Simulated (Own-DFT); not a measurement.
HfO2 (monoclinic hafnia, atoms displaced) (calculated)

Computed with Own-DFT development build. A calculation, not a measurement: plane-wave PBE density functional theory by an unreviewed code, no spin, of a simulated periodic cell, stress positive in tension, free energy of the whole cell less one offset for each atom, hafnium file: forces about 75 meV/angstrom off all-electron values; oxygen file: force components 24 meV/angstrom off all-electron in one glass; forces on such cells passed a denser k mesh, this cell's mesh not checked; offsets are fitted by least squares, one for each functional and potential file, so energies compare only between cells with the same atoms and settings and are not formation energies; the far tail of each file's local potential was reset to the Coulomb form; each entry is a single point on an unrelaxed cell, so the pressure reflects the starting lattice, mostly measured values, from which strain is counted, and rises with the displacements; printed positions are rounded, which can move forces by about a meV/angstrom; the program is a retired in-house code; no spin-orbit coupling; before rounding, a Quantum ESPRESSO 7.3.1 run of the same cell and cutoff gave forces within 1 meV/angstrom rms on each cell, which checks the program and not the settings.

Settings shared by all entries: functional PBE; potential files PseudoDojo norm-conserving, scalar-relativistic, standard set; wave cutoff 72 hartree; occupations Fermi-Dirac; smearing width 0.1 eV; k mesh 2 x 2 x 2 centred on Gamma.

(1) 
```xyz
96
Lattice="10.2340 0.0000 0.0000 0.0000 10.3500 0.0000 -1.6955 0.0000 10.4453" Properties=species:S:1:pos:R:3:force_x:R:1:force_y:R:1:force_z:R:1 formula=HfO2 free_energy_of_cell_above_offsets=-86.296 pressure=8.11 stress_xx=-9.07 stress_yy=-7.94 stress_zz=-7.31 stress_yz=-0.35 stress_xz=-0.2 stress_xy=0.38
Hf     1.1913     0.1621     1.1349      1.009      1.284     -1.927
Hf     3.5576     2.8061     1.5464     -5.503       2.01     -0.756
Hf     2.9856     4.9928     4.0887      1.292     -2.437      2.411
Hf     0.7409     2.3174     3.5625      2.232       1.04      3.493
O      0.2080     1.7921     1.7450     -2.285     -0.235     -0.602
O      4.6194     4.3296     0.7580      1.535      0.117      1.677
O      4.2301     3.3842     3.6467     -0.763      0.652     -2.492
O     -0.4671     0.8402     4.4714      3.064      1.299     -0.091
O      1.7889     3.9273     2.3947      1.197     -1.275      2.672
O      2.7762     1.3067     0.0699      0.477      -0.06      0.524
O      2.3591     1.2041     2.6428      0.336     -0.336      0.961
O      1.5515     3.8286     5.0892     -1.236      0.005      -0.83
Hf     0.4918     0.1503     6.3026      -2.12      3.328      0.427
Hf     2.6061     2.7185     6.8050     -0.195      4.301     -1.335
Hf     2.1955     5.1240     9.5551     -0.901     -2.225     -3.457
Hf     0.0751     2.4419     8.8680     -2.059      1.248       1.06
O     -0.7174     1.7434     7.1307     -0.694     -1.286     -2.506
O      3.7632     4.4547     5.9436      0.582     -0.497      1.097
O      3.3824     3.4412     8.5984      0.121      1.048      1.717
O     -1.2262     0.9583     9.5596     -0.262      -1.45      1.222
O      0.9836     3.9493     7.7457      0.441      0.363     -0.186
O      1.9701     1.3826     5.3325     -0.744     -1.715     -0.958
O      1.5166     1.3951     7.9386      1.251     -3.032      0.313
O      0.6059     3.8694    10.4171      0.733       0.54     -0.665
Hf     1.2272     5.3564     1.2025     -1.002      0.542      -3.19
Hf     3.4084     7.9707     1.4998      1.944     -0.043      0.365
Hf     3.0114    10.1351     4.1505      2.957      1.456     -0.388
Hf     0.8556     7.6254     3.8270     -1.458     -1.314     -2.185
O      0.1156     6.9241     1.7985      0.166      0.531      1.463
O      4.7611     9.5823     0.7490     -4.977     -3.794      0.348
O      4.1520     8.5545     3.3324       0.85       0.23       0.55
O     -0.4234     6.0476     4.4782      0.993       1.35     -0.467
O      1.9653     9.0467     2.3980     -1.681     -0.034      1.909
O      2.8410     6.6179     0.1060     -0.394     -0.651     -0.013
O      2.4513     6.3696     2.7033     -0.598      1.837     -0.205
O      1.5395     9.0924     5.1523     -1.318     -2.016     -1.409
Hf     0.3093     5.4372     6.3028      3.487     -2.922      1.685
Hf     2.5888     7.8812     6.8199      2.154     -0.059      0.019
Hf     2.1838    10.1902     9.4223     -0.014      0.345     -1.245
Hf    -0.1733     7.6888     8.9274      0.763     -3.058      0.657
O     -0.7948     6.8348     7.0824     -0.326      0.865      0.174
O      3.7174     9.5339     6.0262      0.462     -0.694      0.766
O      3.2827     8.5577     8.7014     -0.511      0.675      0.167
O     -1.2179     6.0629     9.6212      0.146      0.433      0.137
O      1.1062     9.0986     7.6063     -0.957       -0.1      2.136
O      2.0001     6.3952     5.3604     -0.952      2.445     -0.556
O      1.4778     6.3718     7.9408      0.137       1.67      0.126
O      0.4791     9.0365    10.3494      1.216      0.398     -0.489
Hf     6.3172     0.1801     1.0086      2.564      0.034      2.769
Hf     8.5345     2.6831     1.5420      1.803      0.855     -0.757
Hf     8.1793     4.9323     4.2440     -0.285     -0.024     -1.886
Hf     5.9459     2.4021     3.5710     -0.271     -1.082      2.672
O      5.0116     1.7699     1.7247      5.343      -2.75       0.89
O      9.8089     4.1902     0.7945     -1.124      0.235       0.09
O      9.3398     3.4009     3.5370     -1.102      0.573     -0.534
O      4.7412     0.8818     4.3775     -0.221     -0.335     -0.107
O      7.1214     3.8449     2.3606     -1.262        0.9      1.617
O      7.7789     1.2626     0.2110      2.325      1.719     -1.497
O      7.6610     1.2050     2.7745     -1.275       1.56     -1.653
O      6.5883     3.9268     5.0648      0.394     -0.507     -0.469
Hf     5.4862     0.2397     6.4376     -0.051     -0.446     -1.858
Hf     7.6885     2.8771     6.6330     -0.255     -2.664      2.398
Hf     7.2626     4.8717     9.3677      2.086      0.757     -1.147
Hf     5.1361     2.3905     9.0511     -1.725      0.241     -3.278
O      4.1756     1.6639     7.1350      2.832     -1.521      -0.06
O      8.9398     4.2692     6.1983     -0.221      1.522     -2.285
O      8.4433     3.4036     8.5725      -0.48      1.126      1.014
O      3.8849     0.8726     9.6864     -0.149      0.661     -1.376
O      6.1734     3.9258     7.6913     -0.323      0.262      0.057
O      7.0169     1.3882     5.1830       0.13      0.453      1.675
O      6.7216     1.3260     7.9237     -1.068     -0.517      0.535
O      5.7033     3.8300    10.3387      0.514      0.051      0.067
Hf     6.4535     5.4563     1.1033      1.299     -1.889     -0.482
Hf     8.5616     7.9717     1.5568      0.953      0.485      -0.91
Hf     8.2122    10.1608     4.1273     -3.432     -0.799      0.969
Hf     6.0135     7.5656     3.7104     -0.762      1.228     -0.855
O      5.2964     6.7347     1.7644     -2.971      3.265      1.262
O      9.7373     9.4804     0.8277      0.395      0.609     -0.327
O      9.1779     8.5977     3.4811      3.515     -1.834      0.268
O      4.8324     6.1176     4.4083      -1.13      0.307     -1.211
O      7.1560     9.1634     2.4031     -2.026     -0.194      0.913
O      8.0032     6.5590     0.1880      -0.41     -1.116     -1.211
O      7.5794     6.5149     2.6395     -0.402     -1.925      2.124
O      6.5418     9.1431     5.0689      0.184     -1.242      0.132
Hf     5.5071     5.5658     6.2325     -1.766     -3.352      1.861
Hf     7.8425     7.9063     6.7374     -4.114      0.733     -1.028
Hf     7.4064    10.1642     9.3342     -1.804      0.741      0.028
Hf     5.0332     7.5529     9.0652      3.289      2.939     -3.023
O      4.3931     6.8992     7.1025     -2.581      1.702     -0.172
O      8.9899     9.3018     6.0435      1.067       1.48     -0.249
O      8.2541     8.5594     8.5788      3.182      -0.38      1.679
O      3.9864     6.1730     9.6719     -2.458     -3.483      1.515
O      6.2000     9.1026     7.7799     -1.088      1.343     -1.159
O      7.0239     6.5176     5.2583      2.285      0.786      0.184
O      6.5209     6.5178     7.9082      1.879     -1.264      0.961
O      5.7190     9.0481    10.3592       0.12     -0.027     -0.271
```

Units: free_energy_of_cell_above_offsets in eV; pressure, stress_xx, stress_yy, stress_zz, stress_yz, stress_xz, stress_xy in GPa; force_x, force_y, force_z in eV/Å.

(2) 
```xyz
96
Lattice="10.2340 0.0000 0.0000 0.0000 10.3500 0.0000 -1.6955 0.0000 10.4453" Properties=species:S:1:pos:R:3:force_x:R:1:force_y:R:1:force_z:R:1 formula=HfO2 free_energy_of_cell_above_offsets=-93.365 pressure=5.91 stress_xx=-5.99 stress_yy=-5.73 stress_zz=-6.02 stress_yz=0.44 stress_xz=0.05 stress_xy=0.19
Hf     1.2602     0.1689     1.0745      1.057      0.472      0.628
Hf     3.5182     2.8409     1.4725     -1.173      -1.88      1.845
Hf     3.0466     4.9904     4.0980      1.273      -0.84      1.456
Hf     0.8315     2.4552     3.6107      1.138     -1.157      0.884
O      0.0866     1.7597     1.7683      0.562     -0.651     -0.453
O      4.4976     4.2910     0.7007      3.751      0.614      3.072
O      4.1761     3.3152     3.4280      0.453      1.384     -0.491
O     -0.3311     0.9262     4.4222     -0.596     -0.231      -0.31
O      1.9456     3.9355     2.5256     -0.554      0.169     -1.122
O      2.7927     1.3247     0.1326      0.224      0.032     -0.168
O      2.3986     1.2891     2.7521      -0.64     -0.221     -0.943
O      1.5005     3.7440     5.0408     -0.421      1.447      1.214
Hf     0.3651     0.2299     6.2247      0.914     -0.571       0.99
Hf     2.5179     2.7085     6.8534      0.615       2.25     -1.903
Hf     2.2379     4.9422     9.4245     -2.126      0.837     -3.063
Hf    -0.0695     2.4123     8.9546      1.529     -0.662      0.535
O     -0.7920     1.7680     7.0283      1.431     -1.092       0.01
O      3.7668     4.3798     6.0900     -0.495     -0.543      0.036
O      3.3588     3.4301     8.7290      0.884     -1.197     -0.477
O     -1.1779     0.8405     9.6329     -0.764     -0.175     -0.139
O      1.0017     3.8576     7.8190     -0.411      0.658      -1.17
O      1.9998     1.3178     5.2854     -1.043      0.103      1.143
O      1.5568     1.2820     7.9618     -0.851     -1.141      0.333
O      0.6625     3.8683    10.3498     -2.119     -1.277      0.047
Hf     1.1638     5.3319     1.0420      2.641      1.173      0.836
Hf     3.5378     7.9467     1.5185     -1.005     -0.214      0.396
Hf     2.9909    10.1788     4.1622       0.92      0.105     -1.577
Hf     0.7845     7.5405     3.6611      1.706      0.323      0.143
O      0.0544     6.8278     1.7438     -0.503       1.11      0.723
O      4.6470     9.5286     0.8397     -0.582     -0.207     -0.152
O      4.1396     8.6553     3.4585      1.149     -0.939     -0.546
O     -0.3453     6.1104     4.3828     -0.628      -1.31      0.887
O      1.8562     9.0840     2.4602      -0.26      0.276     -0.042
O      2.8086     6.4471     0.0278       -0.4       0.62      1.494
O      2.3938     6.4550     2.8086     -0.164      0.039     -1.345
O      1.4983     8.9926     5.0762     -1.188      0.109      0.317
Hf     0.4223     5.4193     6.3241       1.13     -0.847     -0.387
Hf     2.5712     7.9782     6.7247      0.537     -0.093       0.07
Hf     2.2308    10.1205     9.3835     -1.431     -0.817     -0.339
Hf    -0.0926     7.4982     8.9056      1.765      0.294       0.53
O     -0.7543     6.8287     6.9944     -1.884      1.074      0.223
O      3.7309     9.5268     5.9616      0.484     -0.609      1.759
O      3.3881     8.6811     8.6810      0.443     -0.644     -0.635
O     -1.1977     6.0347     9.7037     -1.655      -0.82     -1.456
O      1.0608     8.9964     7.6933     -0.579      1.341      0.018
O      1.9645     6.5109     5.3166     -0.482     -0.304      0.517
O      1.4588     6.3577     7.9694      0.501      0.407     -1.007
O      0.6068     8.9067    10.3324      0.395      1.174      0.023
Hf     6.3631     0.1798     1.1024      0.358     -0.603      0.577
Hf     8.6705     2.8483     1.5202     -1.609     -1.572     -0.771
Hf     8.1876     4.9265     4.1957     -1.321      1.515     -2.034
Hf     6.0098     2.3579     3.5917     -1.591      0.183      2.892
O      5.2738     1.6676     1.8554     -0.938      0.648     -1.499
O      9.6921     4.3591     0.7924      0.012     -0.234     -0.716
O      9.2634     3.4667     3.3147      1.703     -0.056      1.481
O      4.7222     0.9254     4.4118      0.951     -0.279      0.476
O      7.1262     3.9380     2.4252     -1.478      -0.37      0.553
O      7.9818     1.2859     0.2038     -0.367       0.17     -1.252
O      7.5892     1.2726     2.7130      0.087     -0.616      0.202
O      6.5611     3.8992     5.0782      0.249     -0.744     -0.111
Hf     5.4244     0.2189     6.3955     -0.102      0.947     -2.228
Hf     7.8473     2.8103     6.7536     -3.158     -0.809     -1.412
Hf     7.2758     4.9023     9.3287     -0.074      1.418      0.296
Hf     5.0917     2.3036     8.9674     -0.861      1.064     -0.928
O      4.2034     1.7675     7.0059      2.247     -1.454       0.97
O      8.8886     4.2747     5.9318      1.647        0.3      1.525
O      8.4314     3.3997     8.6297      0.132      0.607      0.823
O      3.9248     0.8104     9.6476      0.858      0.697     -0.001
O      6.1703     3.8909     7.7116      0.206      0.301       0.72
O      7.0268     1.2595     5.3969      0.725      0.729     -0.621
O      6.6140     1.2689     7.8810     -0.177     -0.637      1.576
O      5.6815     3.8285    10.3471      0.627      -0.41     -0.886
Hf     6.4722     5.3380     1.0647     -1.724      2.141      0.675
Hf     8.6372     8.0658     1.5526     -1.821      -2.87      0.372
Hf     8.1716    10.1872     4.1083     -0.694     -0.084      0.892
Hf     5.9879     7.6031     3.8061     -1.715     -1.682     -1.878
O      5.1898     6.9058     1.6828      1.062     -0.776       0.64
O      9.7552     9.4382     0.8078      0.663      1.214     -0.204
O      9.2993     8.6235     3.4427      0.007      0.512     -0.363
O      4.7762     6.0665     4.4221     -0.109     -0.354      -0.26
O      6.9304     9.0436     2.5892      1.005      1.226      -1.32
O      7.9188     6.5094     0.0874       0.06     -0.589      0.334
O      7.5449     6.3870     2.7742     -0.528      0.558     -0.487
O      6.6120     9.0302     5.0517      0.062      0.397      2.033
Hf     5.5077     5.3422     6.3796     -1.629      0.151     -1.876
Hf     7.6825     7.9897     6.7424      0.977      0.059       -0.3
Hf     7.2949    10.1301     9.4131       0.04      0.195     -0.806
Hf     5.1298     7.4963     8.9011     -2.361       0.67      0.957
O      4.2830     6.9112     6.9563      1.159      0.005      1.021
O      8.9001     9.4999     6.0408     -0.119     -0.267     -0.015
O      8.4749     8.6732     8.7029     -0.161     -0.628     -0.888
O      3.8327     6.0219     9.5996      2.569      1.085      0.133
O      6.1491     9.0351     7.7560     -0.074       0.83     -0.412
O      7.0656     6.4979     5.3483      0.441      0.625      1.033
O      6.6647     6.5028     8.0337      0.742      -1.41     -1.048
O      5.7085     8.9514    10.3911      0.474      0.631     -0.267
```

Units: free_energy_of_cell_above_offsets in eV; pressure, stress_xx, stress_yy, stress_zz, stress_yz, stress_xz, stress_xy in GPa; force_x, force_y, force_z in eV/Å.
